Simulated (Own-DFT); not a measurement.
# How strain changes the stress of hcp Hf, 36 atoms (Hf36)

Calculated results; nothing here was measured. They come from Own-DFT, an in-house plane-wave density functional program, since retired, whose code no person has reviewed. Each row is one single-point run on a periodic cell that was not relaxed, without spin or spin-orbit coupling.

Settings of every run: PBE; PseudoDojo norm-conserving scalar-relativistic files; cutoff 42 hartree; 4 x 4 x 4 k mesh centred on Gamma; cold (Marzari-Vanderbilt) smearing of 0.2 eV.

Known limits: hafnium file: forces about 75 meV/angstrom off all-electron values; forces on such cells passed a denser k mesh, each cell not checked; stress not checked against mesh or cutoff.

Unstrained cell vectors in Å: (9.589, 0.000, 0.000); (-4.795, 8.305, 0.000); (0.000, 0.000, 10.102). The unstrained cell has measured lattice constants (interpolated for alloys), not those of this functional. That, the random moves and any unrelaxed bonds set the pressure at no strain. Each run strains this cell uniformly, with the atoms carried along. Every atom was also moved at random, by a Gaussian of width 0.05 Å on each axis. Strain is the symmetric tensor, in per cent. Stress is positive in tension, and the pressure is minus a third of its trace.

| run | e_xx (%) | e_yy (%) | e_zz (%) | e_yz (%) | e_xz (%) | e_xy (%) | s_xx (GPa) | s_yy (GPa) | s_zz (GPa) | s_yz (GPa) | s_xz (GPa) | s_xy (GPa) | P (GPa) | E (meV/atom) |
|---|---|---|---|---|---|---|---|---|---|---|---|---|---|---|
| 1 | 1.37 | -0.23 | -1.31 | 1.49 | 1.62 | -1.62 | -0.27 | -1.45 | -3.68 | 1.54 | 1.84 | -2.03 | 1.80 | 14.9 |
| 2 | 1.97 | 1.17 | -1.33 | 0.44 | -0.79 | 1.26 | 1.98 | 1.35 | -2.08 | 0.54 | -0.86 | 1.50 | -0.42 | 3.2 |
| 3 | -1.13 | -1.04 | 0.80 | -1.17 | -0.16 | -0.40 | -3.48 | -3.75 | -1.59 | -1.19 | -0.19 | -0.55 | 2.94 | 7.5 |
| 4 | -1.91 | -1.27 | 0.91 | -1.31 | -0.86 | 1.94 | -5.49 | -4.54 | -1.84 | -1.20 | -0.74 | 2.72 | 3.96 | 12.3 |
| 5 | 0.93 | 1.32 | -0.98 | 0.04 | -1.04 | -1.30 | 0.66 | 1.02 | -2.24 | 0.03 | -1.09 | -1.53 | 0.19 | 1.2 |
| 6 | -0.19 | -1.90 | -1.88 | 1.89 | 0.60 | -0.47 | -4.45 | -6.83 | -7.49 | 2.16 | 0.66 | -0.75 | 6.26 | 26.6 |
| 7 | 1.17 | 1.06 | -1.86 | -1.31 | 0.87 | 1.53 | 0.23 | 0.07 | -3.91 | -1.37 | 0.98 | 1.68 | 1.20 | 13.0 |
| 8 | -0.56 | 1.72 | -1.20 | -0.47 | -0.83 | -1.13 | -2.45 | 0.99 | -3.13 | -0.46 | -0.84 | -1.49 | 1.53 | 3.8 |
| 9 | 0.97 | -1.89 | 0.13 | -0.38 | 0.07 | -0.46 | -0.46 | -4.43 | -2.36 | -0.32 | 0.12 | -0.46 | 2.41 | 6.6 |
| 10 | -0.53 | -0.33 | 1.83 | -0.63 | -0.85 | 1.49 | -1.16 | -1.26 | 1.60 | -0.61 | -0.76 | 2.08 | 0.27 | 0.0 |
| 11 | -1.56 | 0.10 | -0.94 | -1.92 | 1.79 | -0.26 | -5.01 | -3.08 | -5.14 | -1.86 | 1.90 | -0.21 | 4.41 | 27.4 |
| 12 | -0.33 | 1.77 | -0.61 | 1.33 | 1.08 | 0.98 | -1.24 | 1.45 | -1.83 | 1.26 | 1.13 | 1.20 | 0.54 | 2.2 |
| 13 | 1.15 | -1.00 | -0.66 | 1.06 | -1.70 | 1.61 | -0.29 | -2.93 | -3.02 | 1.19 | -1.77 | 2.57 | 2.08 | 11.6 |
| 14 | -0.10 | -0.40 | 1.24 | 1.17 | 0.70 | 0.75 | -0.81 | -1.46 | 0.20 | 1.13 | 0.75 | 1.02 | 0.69 | 5.0 |
| 15 | 1.12 | 1.37 | 1.25 | 0.57 | 0.43 | 1.70 | 2.25 | 2.67 | 2.63 | 0.50 | 0.42 | 2.12 | -2.52 | 4.4 |
| 16 | 1.59 | -0.38 | 1.28 | 1.47 | -0.27 | -1.73 | ? | ? | ? | ? | ? | ? | ? | ? |

E is the free energy for each atom above the lowest run shown.

## Worked fit

Each stress component was fitted by least squares to a constant and the strains of the runs shown, as fractions, with shears doubled. Shear strains stay in the fit of a normal stress only where such slopes are resolved. The slopes, in GPa:

```
stress,at no strain,per e_xx,per e_yy,per e_zz,scatter
s_xx,-1.4,191 ± 5,62 ± 5,76 ± 5,0.21
s_yy,-1.4,69 ± 5,197 ± 4,67 ± 4,0.19
s_zz,-1.7,71 ± 5,79 ± 5,212 ± 5,0.21
```

Each shear stress against twice its own strain: yz 51 ± 1, xz 53 ± 1, xy 64 ± 2 GPa. These are stiffnesses along x, y and z of the frame in which the cell vectors are given, which need not be the crystal's axes. The atoms are held to the strained lattice; where symmetry lets them move under strain, relaxing them would lower some slopes. The table should be nearly symmetric about its diagonal, and what it lacks of that shows the noise. A ninth of its sum, 114 ± 2 GPa, estimates the bulk modulus near the mean pressure of these runs, 1.7 GPa, so it lies above the value at zero pressure.

## Withheld run

Question: what normal stresses and pressure should run 16 give?

The fit gives s_xx = 2.4, s_yy = -0.2, s_zz = 1.8 and P = -1.3 GPa. The calculation gave 2.45, -0.42, 1.74 and P = -1.26 GPa.
